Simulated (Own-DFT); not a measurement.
# Point defects and the pressure they add: 4H SiC

Source: density functional calculations with Own-DFT, an unreviewed in-house program that is no longer used. Nothing was measured or relaxed, and spin and spin-orbit coupling are left out.

Method: PBE; PseudoDojo norm-conserving scalar-relativistic files; cutoff 42 hartree; 4 x 4 x 3 k mesh centred on Gamma; Fermi-Dirac smearing of 0.1 eV.

Caveats (not all hold for every row): not probed for a lower state with spin; forces on such cells failed a check on a denser k mesh; forces on such cells passed a denser k mesh, each cell not checked; stress not checked against mesh or cutoff.

All runs share one cell, with vectors in Å (9.248, 0.000, 0.000); (-4.624, 8.009, 0.000); (0.000, 0.000, 10.068) and a volume of 745.7 Å³. Atoms were moved at random from their sites; u is the rms move along one axis. The defect's site can differ from row to row.

```
                                     cell     formula   u (Å)  P (GPa)
                                no defect     C36Si36  0.0296     3.63
                                no defect     C36Si36  0.0300     3.72
                                no defect     C36Si36  0.0625     6.49
                            one C vacancy     C35Si36  0.0297     3.66
                            one C vacancy     C35Si36  0.0482     4.55
                            one C vacancy     C35Si36  0.0482     4.93
one Al on a Si site and one N on a C site  AlC35NSi35  0.0453     5.06
one Al on a Si site and one N on a C site  AlC35NSi35  0.0470     5.03
one Al on a Si site and one N on a C site  AlC35NSi35  0.0507     5.49
                   two N on a C site each   C34N2Si36  0.0309     2.82
                   two N on a C site each   C34N2Si36  0.0318     2.74
                   two N on a C site each   C34N2Si36  0.0481        ?
                   two N on a C site each   C34N2Si36  0.0547     4.82
                 two Al on a Si site each  Al2C36Si34  0.0302     5.82
                 two Al on a Si site each  Al2C36Si34  0.0486     6.78
                 two Al on a Si site each  Al2C36Si34  0.0503     7.77
```

## Analysis

P = P0 + c u² + a shift for each defect gives P0 = 2.84 GPa, c = 937 ± 69 GPa/Å² and a scatter of 0.24 GPa. The shifts, and each times the cell's volume:

- two Al on a Si site each: 2.13 ± 0.19 GPa, 9.9 eV (5.0 eV for each of its 2 sites)
- one Al on a Si site and one N on a C site: 0.22 ± 0.20 GPa, 1.0 eV (not resolved)
- one C vacancy: -0.19 ± 0.19 GPa, -0.9 eV (not resolved)
- two N on a C site each: -0.93 ± 0.20 GPa, -4.3 eV (-2.2 eV for each of its 2 sites)

Positive is outwards. The product with the volume (160.2 GPa Å³ to the eV) is nearly free of the cell's size; divided by the bulk modulus at the cell's pressure it gives the volume that the defect adds. The atoms around the defects weren't relaxed, which would change these numbers.

## The run left out

Asked: what pressure belongs in the blank (two N on a C site each, u = 0.0481 Å)?

The fitted form gives 4.08 ± 0.28 GPa. The run itself gave 3.78 GPa.
